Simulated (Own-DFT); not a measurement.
# What a defect does to the pressure of its cell: 2H SiC

Source: density functional calculations with Own-DFT, an unreviewed in-house program that is no longer used. Nothing was measured or relaxed, and spin and spin-orbit coupling are left out.

Settings: PBE; PseudoDojo norm-conserving scalar-relativistic files; cutoff 42 hartree; 4 x 4 x 3 k mesh centred on Gamma; Fermi-Dirac smearing of 0.1 eV.

Known weak points (not all hold for every row): some atoms lie very close together; not probed for a lower state with spin; forces on such cells moved up to 12 meV/angstrom on a denser k mesh; forces on such cells passed a denser k mesh, each cell not checked; stress not checked against mesh or cutoff.

All runs share one cell, with vectors in Å (9.248, 0.000, 0.000); (-4.624, 8.009, 0.000); (0.000, 0.000, 10.068) and a volume of 745.7 Å³. Atoms were moved at random from their sites; u is the rms move along one axis. The defect's site can differ from row to row.

| cell | formula | u (Å) | P (GPa) |
|---|---|---|---|
| no defect | C36Si36 | 0.0288 | 3.81 |
| no defect | C36Si36 | 0.0293 | 3.94 |
| no defect | C36Si36 | 0.0665 | 7.68 |
| two N on a C site each | C34N2Si36 | 0.0280 | 2.74 |
| two N on a C site each | C34N2Si36 | 0.0316 | 3.06 |
| two N on a C site each | C34N2Si36 | 0.0502 | 4.19 |
| one Si on a C site | C35Si37 | 0.0282 | 10.39 |
| one Si on a C site | C35Si37 | 0.0295 | 10.22 |
| one Si on a C site | C35Si37 | 0.0490 | 12.14 |
| one Si on a C site | C35Si37 | 0.0517 | ? |
| one C on a Si site | C37Si35 | 0.0297 | 1.68 |
| one C on a Si site | C37Si35 | 0.0495 | 3.07 |
| one C on a Si site | C37Si35 | 0.0501 | 3.30 |
| one C vacancy | C35Si36 | 0.0289 | 3.78 |
| one C vacancy | C35Si36 | 0.0291 | 3.74 |
| one C vacancy | C35Si36 | 0.0332 | 3.80 |

## Fit

P = P0 + c u² + a shift for each defect gives P0 = 3.06 GPa, c = 1023 ± 44 GPa/Å² and a scatter of 0.16 GPa. The shifts, and each times the cell's volume:

- one Si on a C site: 6.47 ± 0.14 GPa, 30.1 eV
- one C vacancy: -0.24 ± 0.14 GPa, -1.1 eV (not resolved)
- two N on a C site each: -1.20 ± 0.14 GPa, -5.6 eV (-2.8 eV for each of its 2 sites)
- one C on a Si site: -2.36 ± 0.13 GPa, -11.0 eV

Positive is outwards. The product with the volume (160.2 GPa Å³ to the eV) is nearly free of the cell's size; divided by the bulk modulus at the cell's pressure it gives the volume that the defect adds. The atoms around the defects weren't relaxed, which would change these numbers.

## Check

Asked: what pressure belongs in the blank (one Si on a C site, u = 0.0517 Å)?

From the fit: 12.27 ± 0.20 GPa. Computed: 11.79 GPa.
